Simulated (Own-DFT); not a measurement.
# One host, several defects: zincblende GaAs

Everything here is calculated. The program is Own-DFT (plane waves, in-house, since retired, never reviewed by a person); positions were held fixed, and spin and spin-orbit coupling were off.

Method: PBE; PseudoDojo norm-conserving scalar-relativistic files; cutoff 42 hartree; 3 x 3 x 3 k mesh centred on Gamma; Fermi-Dirac smearing of 0.1 eV.

Keep in mind (not all hold for every row): not probed for a lower state with spin; forces not confirmed at this smearing and k mesh; stress not checked against mesh or cutoff.

All runs share one cell, with vectors in Å (10.862, 0.000, 0.000); (0.000, 10.862, 0.000); (0.000, 0.000, 11.796) and a volume of 1391.7 Å³, strained against the parent crystal. Atoms were moved at random from their sites; u is the rms move along one axis. The defect's site can differ from row to row.

```
                             cell     formula   u (Å)  P (GPa)
                        no defect    As32Ga32  0.0292     6.66
                        no defect    As32Ga32  0.0506     7.03
                        no defect    As32Ga32  0.0512     7.14
              one In on a Ga site  As32Ga31In  0.0290     7.39
              one In on a Ga site  As32Ga31In  0.0299     7.42
              one In on a Ga site  As32Ga31In  0.0320     7.37
              one Al on a Ga site  AlAs32Ga31  0.0277     6.64
              one Al on a Ga site  AlAs32Ga31  0.0478     7.00
              one Al on a Ga site  AlAs32Ga31  0.0525     7.10
              one P on an As site   As31Ga32P  0.0271     6.31
              one P on an As site   As31Ga32P  0.0333     6.41
              one P on an As site   As31Ga32P  0.0501     6.93
one As vacancy and one Ga vacancy    As31Ga31  0.0275     5.90
one As vacancy and one Ga vacancy    As31Ga31  0.0293        ?
one As vacancy and one Ga vacancy    As31Ga31  0.0479     6.35
one As vacancy and one Ga vacancy    As31Ga31  0.0479     6.23
```

## Analysis

P = P0 + c u² + a shift for each defect gives P0 = 6.40 GPa, c = 269 ± 22 GPa/Å² and a scatter of 0.06 GPa. The shifts, and each times the cell's volume:

- one In on a Ga site: 0.74 ± 0.05 GPa, 6.5 eV
- one Al on a Ga site: -0.01 ± 0.05 GPa, -0.1 eV (not resolved)
- one P on an As site: -0.24 ± 0.05 GPa, -2.1 eV
- one As vacancy and one Ga vacancy: -0.72 ± 0.05 GPa, -6.3 eV

A positive shift means that the defect pushes the cell outwards. Shift times volume (160.2 GPa Å³ is 1 eV) depends little on the cell's size, so, taken for each site, it can be compared between cells at like pressure. The atoms around the defects weren't relaxed, which would change these numbers.

## Test on the hidden row

Asked: what pressure belongs in the blank (one As vacancy and one Ga vacancy, u = 0.0293 Å)?

The fit gives 5.91 ± 0.07 GPa. DFT gave 5.88 GPa.
